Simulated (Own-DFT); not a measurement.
# Which defects push the lattice out? zincblende GaAs

Calculated, not measured: single-point runs of Own-DFT, a retired in-house plane-wave DFT program that no person has reviewed, on unrelaxed cells, without spin or spin-orbit coupling.

All runs used: PBE; PseudoDojo norm-conserving scalar-relativistic files; cutoff 42 hartree; 3 x 3 x 3 k mesh centred on Gamma; Fermi-Dirac smearing of 0.1 eV.

Limits (not all hold for every row): not probed for a lower state with spin; forces not confirmed at this smearing and k mesh; stress not checked against mesh or cutoff.

All runs share one cell, with vectors in Å (11.737, 0.000, 0.000); (0.000, 11.737, 0.000); (0.000, 0.000, 10.919) and a volume of 1504.3 Å³, strained against the parent crystal. Atoms were moved at random from their sites; u is the rms move along one axis. The defect's site can differ from row to row.

| cell | formula | u (Å) | P (GPa) |
|---|---|---|---|
| no defect | As32Ga32 | 0.0285 | 0.73 |
| no defect | As32Ga32 | 0.0464 | 1.04 |
| no defect | As32Ga32 | 0.0515 | 1.11 |
| one As vacancy and one Ga vacancy | As31Ga31 | 0.0283 | ? |
| one As vacancy and one Ga vacancy | As31Ga31 | 0.0326 | 0.50 |
| one As vacancy and one Ga vacancy | As31Ga31 | 0.0482 | 0.82 |
| one As vacancy and one Ga vacancy | As31Ga31 | 0.0487 | 0.67 |
| one In on a Ga site | As32Ga31In | 0.0315 | 1.36 |
| one In on a Ga site | As32Ga31In | 0.0319 | 1.34 |
| one In on a Ga site | As32Ga31In | 0.0539 | 1.64 |
| one P on an As site | As31Ga32P | 0.0294 | 0.49 |
| one P on an As site | As31Ga32P | 0.0296 | 0.52 |
| one P on an As site | As31Ga32P | 0.0527 | 0.91 |
| one Al on a Ga site | AlAs32Ga31 | 0.0312 | 0.76 |
| one Al on a Ga site | AlAs32Ga31 | 0.0521 | 1.05 |
| one Al on a Ga site | AlAs32Ga31 | 0.0532 | 1.12 |

## Working it out

P = P0 + c u² + a shift for each defect gives P0 = 0.61 GPa, c = 188 ± 16 GPa/Å² and a scatter of 0.05 GPa. The shifts, and each times the cell's volume:

- one In on a Ga site: 0.53 ± 0.04 GPa, 5.0 eV
- one Al on a Ga site: -0.04 ± 0.04 GPa, -0.4 eV (not resolved)
- one P on an As site: -0.25 ± 0.04 GPa, -2.4 eV
- one As vacancy and one Ga vacancy: -0.31 ± 0.04 GPa, -2.9 eV

A positive shift means that the defect pushes the cell outwards. Shift times volume (160.2 GPa Å³ is 1 eV) depends little on the cell's size, so, taken for each site, it can be compared between cells at like pressure. The atoms around the defects weren't relaxed, which would change these numbers.

## Withheld run

Q: what pressure belongs in the blank (one As vacancy and one Ga vacancy, u = 0.0283 Å)?

From the fit: 0.45 ± 0.06 GPa. Computed: 0.43 GPa.
